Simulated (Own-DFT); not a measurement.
# One host, several defects: C40 NbSi2

The numbers are computed, not measured, by runs of the plane-wave DFT program Own-DFT (in-house, retired, unreviewed) at fixed positions, with no spin and no spin-orbit coupling.

Settings: PBE; PseudoDojo norm-conserving scalar-relativistic files; cutoff 42 hartree; 4 x 4 x 5 k mesh centred on Gamma; cold (Marzari-Vanderbilt) smearing of 0.2 eV.

Known weak points: forces on such cells failed a check on a denser k mesh; stress not checked against mesh or cutoff.

All runs share one cell, with vectors in Å (0.000, 8.324, 0.000); (-9.613, 0.000, 0.000); (0.000, 0.000, 6.586) and a volume of 527.0 Å³. u is the rms random offset of the atoms per axis. The defect's site can differ from row to row.

| cell | formula | u (Å) | P (GPa) |
|---|---|---|---|
| no defect | Nb12Si24 | 0.0187 | 1.48 |
| no defect | Nb12Si24 | 0.0410 | 2.24 |
| no defect | Nb12Si24 | 0.0497 | 2.50 |
| one Si vacancy | Nb12Si23 | 0.0292 | 0.97 |
| one Si vacancy | Nb12Si23 | 0.0302 | 1.00 |
| one Si vacancy | Nb12Si23 | 0.0470 | 1.86 |
| two Nb vacancies | Nb10Si24 | 0.0274 | -0.17 |
| two Nb vacancies | Nb10Si24 | 0.0311 | -0.18 |
| two Nb vacancies | Nb10Si24 | 0.0496 | 0.81 |
| two Nb on a Si site each | Nb14Si22 | 0.0287 | 7.58 |
| two Nb on a Si site each | Nb14Si22 | 0.0347 | 7.90 |
| two Nb on a Si site each | Nb14Si22 | 0.0518 | ? |
| two Nb on a Si site each | Nb14Si22 | 0.0522 | 8.09 |
| two Si on a Nb site each | Nb10Si26 | 0.0272 | 1.52 |
| two Si on a Nb site each | Nb10Si26 | 0.0295 | 1.56 |
| two Si on a Nb site each | Nb10Si26 | 0.0512 | 2.50 |

## Analysis

P = P0 + c u² + a shift for each defect gives P0 = 1.35 GPa, c = 485 ± 54 GPa/Å² and a scatter of 0.17 GPa. The shifts, and each times the cell's volume:

- two Nb on a Si site each: 5.74 ± 0.14 GPa, 18.9 eV (9.4 eV for each of its 2 sites)
- two Si on a Nb site each: -0.17 ± 0.14 GPa, -0.6 eV (-0.3 eV for each of its 2 sites) (not resolved)
- one Si vacancy: -0.71 ± 0.14 GPa, -2.4 eV
- two Nb vacancies: -1.87 ± 0.14 GPa, -6.2 eV (-3.1 eV for each of its 2 sites)

A positive shift means that the defect pushes the cell outwards. Shift times volume (160.2 GPa Å³ is 1 eV) depends little on the cell's size, so, taken for each site, it can be compared between cells at like pressure. The atoms around the defects weren't relaxed, which would change these numbers.

## Test on the hidden row

Q: what pressure belongs in the blank (two Nb on a Si site each, u = 0.0518 Å)?

The fitted form gives 8.39 ± 0.20 GPa. Computed: 9.04 GPa. This run lies off the fit, by chance or by something that the fit leaves out.
